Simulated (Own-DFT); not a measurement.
# Response to strain: wurtzite GaN, 72 atoms (Ga36N36)

These are calculations, not measurements. They come from Own-DFT, an in-house plane-wave density functional program, since retired, whose code no person has reviewed. Each row is one single-point run on a periodic cell that was not relaxed, without spin or spin-orbit coupling.

Settings of every run: PBE; PseudoDojo norm-conserving scalar-relativistic files (stringent for Ga); cutoff 96 hartree; 4 x 4 x 3 k mesh centred on Gamma; Gaussian smearing of 0.01 eV.

Known limits: forces not confirmed at this smearing and k mesh; stress not checked against mesh or cutoff.

Unstrained cell vectors in Å: (9.567, 0.000, 0.000); (-4.783, 8.285, 0.000); (0.000, 0.000, 10.370). The unstrained cell has measured lattice constants (interpolated for alloys), not those of this functional. That, the random moves and any unrelaxed bonds set the pressure at no strain. Each run strains this cell uniformly, with the atoms carried along. Every atom was also moved at random, by a Gaussian of width 0.05 Å on each axis. Strain is the symmetric tensor, in per cent. Stress is positive in tension, and the pressure is minus a third of its trace.

| run | e_xx (%) | e_yy (%) | e_zz (%) | e_yz (%) | e_xz (%) | e_xy (%) | s_xx (GPa) | s_yy (GPa) | s_zz (GPa) | s_yz (GPa) | s_xz (GPa) | s_xy (GPa) | P (GPa) | E (meV/atom) |
|---|---|---|---|---|---|---|---|---|---|---|---|---|---|---|
| 1 | 1.36 | 1.66 | 1.01 | -1.55 | -1.51 | 1.52 | -1.06 | 1.49 | -0.46 | -2.75 | -2.19 | 5.90 | 0.01 | 4.2 |
| 2 | 1.09 | -1.97 | -1.74 | 1.68 | -1.79 | -0.25 | -4.15 | -16.93 | -17.35 | 4.02 | -3.81 | 0.34 | 12.81 | 25.9 |
| 3 | -0.33 | -1.54 | -1.80 | 0.05 | 0.06 | 1.34 | -11.43 | -17.17 | -16.94 | 0.90 | -0.19 | 3.86 | 15.18 | 34.7 |
| 4 | -0.91 | -0.49 | 0.27 | -1.54 | -0.78 | -1.66 | -11.23 | -10.65 | -8.01 | -3.48 | -2.02 | -5.78 | 9.97 | 23.6 |
| 5 | -0.69 | 0.94 | -0.53 | 0.79 | -1.37 | 1.76 | -10.42 | -4.42 | -9.35 | 1.57 | -3.42 | 4.67 | 8.06 | 17.4 |
| 6 | -1.37 | 1.40 | -0.36 | 1.21 | -1.75 | -0.95 | -11.16 | -3.45 | -8.71 | 1.92 | -4.02 | -2.34 | 7.77 | 3.6 |
| 7 | 1.39 | -1.67 | 1.22 | -0.30 | -1.36 | 0.51 | -1.11 | -13.18 | -2.04 | -1.11 | -3.19 | 1.46 | 5.44 | 2.2 |
| 8 | 1.57 | -1.12 | -1.69 | 1.81 | 0.23 | 0.50 | -3.13 | -10.81 | -15.46 | 3.61 | 0.27 | 2.36 | 9.80 | 16.5 |
| 9 | 0.77 | -0.49 | -0.83 | -0.18 | 1.34 | 1.96 | -3.22 | -11.06 | -11.29 | 0.72 | 2.02 | 4.76 | 8.53 | 22.3 |
| 10 | -1.10 | 0.95 | -0.17 | -0.28 | -0.38 | 1.68 | -8.95 | -5.00 | -8.73 | -0.73 | -0.78 | 5.26 | 7.56 | 0.0 |
| 11 | 1.97 | 0.32 | -0.74 | -1.93 | 1.88 | 1.44 | 1.41 | -4.71 | -10.31 | -4.20 | 3.37 | 4.24 | 4.54 | 14.7 |
| 12 | -0.78 | -1.33 | -1.84 | -2.00 | -1.81 | -1.75 | -14.29 | -14.48 | -19.13 | -3.72 | -4.38 | -5.52 | 15.97 | 41.4 |
| 13 | -1.43 | 0.45 | 1.32 | -0.21 | 1.22 | -1.94 | -14.27 | -5.32 | -1.65 | -0.20 | 2.70 | -7.50 | 7.08 | 14.9 |
| 14 | 0.01 | -0.33 | 1.23 | 0.74 | 0.11 | 1.12 | -7.24 | -7.18 | -1.96 | 1.95 | 0.22 | 4.52 | 5.46 | 2.2 |
| 15 | 0.39 | -1.03 | 0.17 | -1.47 | 0.98 | 1.62 | -6.94 | -10.82 | -7.34 | -3.19 | 1.52 | 5.16 | 8.37 | 16.9 |
| 16 | -0.27 | -1.85 | 1.20 | 0.07 | -0.09 | -1.48 | -10.56 | -14.78 | -2.19 | -0.31 | -0.13 | -4.83 | 9.18 | 9.6 |
| 17 | 1.81 | -1.38 | -0.24 | 1.64 | -1.91 | 0.39 | ? | ? | ? | ? | ? | ? | ? | ? |

E is the free energy for each atom above the lowest run shown.

## Worked fit

Each stress component was fitted by least squares to a constant and the strains of the runs shown, as fractions, with shears doubled. Shear strains stay in the fit of a normal stress only where such slopes are resolved. The slopes, in GPa:

| stress | at no strain | per e_xx | per e_yy | per e_zz | scatter |
|---|---|---|---|---|---|
| s_xx | -7.4 | 440 ± 32 | 98 ± 31 | 32 ± 31 | 1.35 |
| s_yy | -7.6 | 94 ± 21 | 431 ± 20 | 83 ± 20 | 0.89 |
| s_zz | -7.6 | 59 ± 15 | 72 ± 14 | 497 ± 14 | 0.62 |

Each shear stress against twice its own strain: yz 102 ± 6, xz 100 ± 5, xy 155 ± 9 GPa. These are stiffnesses along x, y and z of the frame in which the cell vectors are given, which need not be the crystal's axes. The atoms are held to the strained lattice; where symmetry lets them move under strain, relaxing them would lower some slopes. The table should be nearly symmetric about its diagonal, and what it lacks of that shows the noise. A ninth of its sum, 201 ± 4 GPa, estimates the bulk modulus near the mean pressure of these runs, 8.5 GPa, so it lies above the value at zero pressure.

## Withheld run

Question: what normal stresses and pressure should run 17 give?

The fit gives s_xx = -0.8, s_yy = -12.0, s_zz = -8.7 and P = 7.2 GPa. The calculation gave -1.26, -11.06, -7.46 and P = 6.60 GPa.
